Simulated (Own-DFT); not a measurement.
Simulation results for Si3N4 (beta silicon nitride, atoms displaced)

All values are calculated (Own-DFT development build). A calculation, not a measurement: plane-wave PBE density functional theory by an unreviewed code, no spin, of a simulated periodic cell, stress positive in tension, free energy of the whole cell less one offset for each atom, forces on such cells passed a denser k mesh, this cell's mesh not checked; offsets are fitted by least squares, one for each functional and potential file, so energies compare only between cells with the same atoms and settings and are not formation energies; the far tail of each file's local potential was reset to the Coulomb form; each entry is a single point on an unrelaxed cell, so the pressure reflects the starting lattice, mostly measured values (interpolated for alloys), from which strain is counted, and rises with the displacements; printed positions are rounded, which can move forces by about a meV/angstrom; the program, named Own-DFT, is a retired in-house code; no spin-orbit coupling; before rounding, a Quantum ESPRESSO 7.3.1 run of the same cell and cutoff gave forces within 1 meV/angstrom rms on each cell, which checks the program and not the settings.

```xyz
42
Lattice="7.6060 0.0000 0.0000 -3.8030 6.5870 0.0000 0.0000 0.0000 8.7270" Properties=species:S:1:pos:R:3:force_x:R:1:force_y:R:1:force_z:R:1 formula=Si3N4 functional=PBE potential_files=PseudoDojo_norm-conserving,scalar-relativistic,standard_set wave_cutoff=42 occupations=Fermi-Dirac smearing_width=0.1 k_mesh=3_x_3_x_3_centred_on_Gamma free_energy_of_cell_above_offsets=-2.143 pressure=8.52 stress_xx=-7.17 stress_yy=-6.6 stress_zz=-11.78 stress_yz=-2.22 stress_xz=4.15 stress_xy=0.85
Si    -1.6220     5.1676     0.7708      0.377     -3.382     -2.377
Si     0.3085     2.6791     0.7338     -3.839      1.732     -0.627
Si     1.3586     5.4683     0.6562     -0.197      0.297      1.913
Si     5.4011     1.5224     2.2213      1.725     -0.766     -2.031
Si     3.6978     3.9089     2.1897     -4.178     -0.941      1.081
Si     2.3416     1.1685     2.1889      2.821      0.162      0.782
N      2.3800     0.2370     0.8000     -0.779      0.449     -2.369
N      6.2950     1.9352     0.6911      0.607      0.013      2.264
N      2.8168     4.4857     0.7106     -1.408      0.576      2.338
N      1.3708     6.3868     2.1492      0.312      0.234      0.823
N     -2.4421     4.6068     2.1513      2.045      0.899      1.065
N      0.9932     2.1629     2.1975      0.432      0.383      0.173
N     -0.0272     4.4540     0.7233      1.082     -1.102       0.05
N      3.8532     2.1397     2.1548     -2.587      1.689      0.572
Si    -1.6299     5.0558     3.6824     -0.041     -2.088     -1.264
Si     0.1984     2.6897     3.6204       1.35      1.359      2.153
Si     1.3394     5.4934     3.6995      0.699     -2.569     -3.372
Si     5.4787     1.4905     4.9883     -2.671      1.347      5.537
Si     3.5928     3.9335     5.2287      2.152      -2.04     -5.823
Si     2.3976     1.0629     4.9760      0.331      3.446      1.596
N      2.2869     0.1183     3.5697      0.235       2.67     -0.009
N      6.3001     1.9740     3.6820     -0.608      -0.34     -3.591
N      2.7665     4.4386     3.6511      0.714     -0.378      0.413
N      1.3979     6.3963     5.0757      0.261     -0.031      1.968
N     -2.3820     4.5989     5.1031     -0.766     -0.188      1.622
N      0.9704     2.1826     5.1950      3.521     -1.826     -7.276
N     -0.0469     4.3985     3.6002      0.892      0.175      0.332
N      3.7754     2.1706     5.0531      0.904      0.142     -0.352
Si    -1.4540     5.0540     6.6105     -4.343      2.212     -2.511
Si     0.2838     2.6642     6.5058     -4.263      2.706      3.309
Si     1.4254     5.4283     6.6192     -0.394      0.132      -4.21
Si     5.4336     1.4742     8.0282      0.519      3.728     -2.048
Si     3.4676     3.9549     8.0593       5.92     -3.467     -2.156
Si     2.3459     1.1191     7.9996      2.275      1.683     -1.037
N      2.4029     0.3084     6.4545      -0.41      -3.61      2.945
N      6.2959     2.0386     6.5265     -1.784     -1.638     -0.153
N      2.8657     4.4559     6.5611     -3.074      1.481      2.635
N      1.3814     6.4272     7.8997      0.289     -1.357      3.087
N     -2.3121     4.5162     7.9189     -2.534      0.907      3.783
N      0.9780     2.2366     7.9740      2.765     -1.218       1.15
N      0.0240     4.4802     6.5393      4.514     -3.021     -0.123
N      3.8550     2.1397     8.0764     -2.865       1.54     -0.262
```

Units: wave_cutoff in hartree; smearing_width, free_energy_of_cell_above_offsets in eV; pressure, stress_xx, stress_yy, stress_zz, stress_yz, stress_xz, stress_xy in GPa; force_x, force_y, force_z in eV/Å.
